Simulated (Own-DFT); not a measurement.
# Stretching a layer in its plane: grey tin, 32 atoms (Sn32)

Source: density functional calculations with Own-DFT, an unreviewed in-house program that is no longer used. Nothing was measured or relaxed, and spin and spin-orbit coupling are left out.

Common settings: PBE; PseudoDojo norm-conserving scalar-relativistic files; cutoff 42 hartree; 3 x 3 x 5 k mesh centred on Gamma; cold (Marzari-Vanderbilt) smearing of 0.2 eV.

Caveats: forces on such cells failed a check on a denser k mesh; stress not checked against mesh or cutoff.

Unstrained cell vectors in Å: (12.978, 0.000, 0.000); (0.000, 12.978, 0.000); (0.000, 0.000, 6.489). The unstrained cell has measured lattice constants (interpolated for alloys), not those of this functional. That, the random moves and any unrelaxed bonds set the pressure at no strain. Each run strains x and y alike by e, as a substrate would, and holds the height along z. Random moves of width 0.05 Å per axis were added to every atom. Stress is positive in tension.

| e (%) | u (Å) | (s_xx + s_yy)/2 (GPa) | s_zz (GPa) |
|---|---|---|---|
| -2.50 | 0.052 | -6.84 | -6.14 |
| -2.50 | 0.050 | -6.79 | -6.14 |
| -2.00 | 0.047 | -6.14 | -5.54 |
| -2.00 | 0.049 | -6.12 | -5.42 |
| -1.50 | 0.047 | -5.39 | -4.92 |
| -1.50 | 0.054 | -5.50 | -5.01 |
| -1.00 | 0.051 | -4.89 | -4.51 |
| -1.00 | 0.049 | -4.87 | -4.55 |
| -0.50 | 0.050 | -4.24 | -4.15 |
| -0.50 | 0.054 | -4.21 | -4.00 |
| 1.75 | 0.051 | -1.79 | -2.27 |
| 1.75 | 0.054 | -1.90 | -2.29 |
| 2.25 | 0.049 | ? | ? |
| 2.50 | 0.046 | -1.04 | -1.73 |
| 2.50 | 0.057 | -1.13 | -1.81 |
| 3.00 | 0.053 | -0.67 | -1.55 |
| 3.00 | 0.046 | -0.62 | -1.42 |

## Worked fit

With e as a fraction, the in-plane stress is -3.7 + 114 e - 448 e² GPa (errors 1 and 47, scatter 0.05), and s_zz is -3.6 + 86 e - 523 e² GPa (slope ± 1, scatter 0.07). At e = 0 the first slope is C11 + C12 and the second 2 C12, both with the ions held to the strained lattice and at the cell's own pressure. The term in e² is negative: the layer stiffens under compression and softens under tension. A free layer would change its height as e changes, and the in-plane slope would drop by 2 C12²/C11 to the biaxial modulus. At fixed height, a misfit of 1 % moves the in-plane stress by about 1.1 GPa and s_zz by 0.9 GPa.

## Test on the hidden row

The question: what are the two stresses at e = 2.25 %?

From the fit: -1.3 and -1.9 GPa. DFT gave -1.27 and -1.85 GPa.
